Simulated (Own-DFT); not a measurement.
# How strain changes the stress of wurtzite AlN, 128 atoms (Al64N64)

No measurement is shown. These are fixed-geometry runs of a retired plane-wave code named Own-DFT, which no person has reviewed; spin and spin-orbit coupling are neglected.

Method: PBE; PseudoDojo norm-conserving scalar-relativistic files; cutoff 42 hartree; 2 x 2 x 2 k mesh centred on Gamma; Fermi-Dirac smearing of 0.1 eV.

Limits: forces on such cells passed a denser k mesh, each cell not checked; stress not checked against mesh or cutoff.

Unstrained cell vectors in Å: (12.448, 0.000, 0.000); (-6.224, 10.780, 0.000); (0.000, 0.000, 9.964). The unstrained cell has measured lattice constants (interpolated for alloys), not those of this functional. That, the random moves and any unrelaxed bonds set the pressure at no strain. A uniform strain is put on this cell, atoms riding along. Each atom got a random Gaussian move of width 0.05 Å along each axis. Strain is the symmetric tensor, in per cent. Stress is positive in tension, and the pressure is minus a third of its trace.

| run | e_xx (%) | e_yy (%) | e_zz (%) | e_yz (%) | e_xz (%) | e_xy (%) | s_xx (GPa) | s_yy (GPa) | s_zz (GPa) | s_yz (GPa) | s_xz (GPa) | s_xy (GPa) | P (GPa) | E (meV/atom) |
|---|---|---|---|---|---|---|---|---|---|---|---|---|---|---|
| 1 | 0.71 | -0.68 | -0.08 | 0.69 | 1.58 | -0.59 | -2.55 | -8.05 | -7.15 | 2.16 | 3.90 | -1.76 | 5.92 | 14.2 |
| 2 | -1.74 | 1.92 | -1.24 | -1.63 | -1.15 | 1.60 | -13.04 | 0.03 | -12.03 | -4.58 | -2.95 | 4.95 | 8.35 | 40.3 |
| 3 | -1.78 | -0.12 | 1.86 | 1.35 | -1.69 | -0.68 | -12.36 | -6.48 | 0.84 | 3.65 | -3.23 | -2.43 | 6.00 | 19.2 |
| 4 | -0.10 | -1.78 | 0.17 | -1.62 | 1.55 | -1.40 | -8.76 | -14.65 | -6.87 | -2.69 | 4.74 | -5.82 | 10.09 | 42.6 |
| 5 | 1.85 | -0.92 | 0.59 | -0.17 | -1.71 | -1.83 | 1.53 | -7.71 | -2.83 | -0.62 | -4.93 | -6.39 | 3.01 | 15.4 |
| 6 | -1.75 | 1.84 | 1.59 | -1.96 | -0.27 | -0.36 | -10.05 | 1.40 | -0.04 | -4.47 | -0.47 | -0.70 | 2.90 | 25.4 |
| 7 | 1.40 | -1.22 | 0.40 | 1.17 | -0.91 | 0.42 | -0.26 | -9.45 | -3.53 | 2.83 | -2.13 | 1.00 | 4.41 | 8.2 |
| 8 | 0.46 | -1.01 | 1.25 | -0.79 | 1.46 | -0.72 | -4.42 | -8.07 | -1.30 | -1.10 | 3.75 | -3.21 | 4.59 | 14.9 |
| 9 | 1.63 | 1.21 | -1.32 | 1.42 | 1.78 | 0.40 | 0.83 | 0.58 | -8.05 | 3.43 | 3.79 | 2.45 | 2.21 | 13.8 |
| 10 | -0.06 | 1.88 | 1.44 | -1.00 | 1.00 | -0.57 | -4.13 | 2.77 | 3.34 | -2.72 | 2.27 | -1.72 | -0.66 | 7.5 |
| 11 | -1.22 | -0.90 | -1.05 | 0.33 | 1.77 | -1.61 | -12.60 | -12.90 | -13.60 | 0.85 | 4.93 | -4.93 | 13.03 | 36.0 |
| 12 | 0.13 | 1.50 | 0.42 | -0.36 | 1.32 | 0.78 | -4.74 | 1.54 | -2.15 | -0.03 | 3.40 | 0.70 | 1.79 | 15.2 |
| 13 | -0.95 | 1.02 | -1.31 | 1.96 | -1.05 | 1.71 | -11.42 | -3.16 | -10.90 | 5.00 | -1.34 | 4.74 | 8.49 | 33.4 |
| 14 | 1.45 | 1.93 | -0.35 | -0.20 | 0.64 | 0.97 | 1.53 | 4.88 | -4.64 | -0.84 | 1.98 | 3.16 | -0.59 | 0.0 |
| 15 | 0.53 | 1.87 | -1.61 | -1.59 | 1.77 | 0.98 | -1.42 | 3.11 | -15.65 | -3.92 | 3.29 | 2.37 | 4.65 | 40.4 |
| 16 | 1.02 | -1.50 | 0.62 | 1.71 | -0.68 | 0.53 | -2.10 | -13.06 | -3.04 | 4.00 | -0.74 | 1.38 | 6.07 | 30.6 |
| 17 | 0.03 | 0.22 | 1.57 | 0.24 | -1.10 | 1.84 | ? | ? | ? | ? | ? | ? | ? | ? |

E is the free energy for each atom above the lowest run shown.

## Working it out

Each stress component was fitted by least squares to a constant and the strains of the runs shown, as fractions, with shears doubled. Shear strains stay in the fit of a normal stress only where such slopes are resolved. The slopes, in GPa:

```
stress  at no strain  per e_xx  per e_yy  per e_zz  scatter
  s_xx          -6.0  439 ± 19   88 ± 17   69 ± 21     0.87
  s_yy          -6.0  120 ± 17  473 ± 15   69 ± 19     0.79
  s_zz          -6.3  105 ± 32   83 ± 28  485 ± 35     1.47
```

The slope of each shear stress on twice its own strain, from a fit on all six strains: yz 120 ± 5, xz 127 ± 6, xy 138 ± 14 GPa. These are stiffnesses along x, y and z of the frame in which the cell vectors are given, with the crystal's c axis along z: C11, C12, C13 and C33. Hexagonal symmetry asks that xx and yy behave alike, which is a second check on the noise. No internal relaxation is included, and where it is allowed it would reduce some of the slopes. Symmetry asks for nearly equal slopes across the diagonal; the mismatch is a measure of noise. A ninth of the table's sum, 214 ± 5 GPa, estimates the bulk modulus near the mean pressure of these runs, 5.0 GPa, so it lies above the value at zero pressure.

## Withheld run

Asked: what normal stresses and pressure should run 17 give?

The fitted form gives s_xx = -4.6, s_yy = -3.8, s_zz = 1.5 and P = 2.3 GPa. Computed: -6.20, -2.59, 1.32 and P = 2.49 GPa.
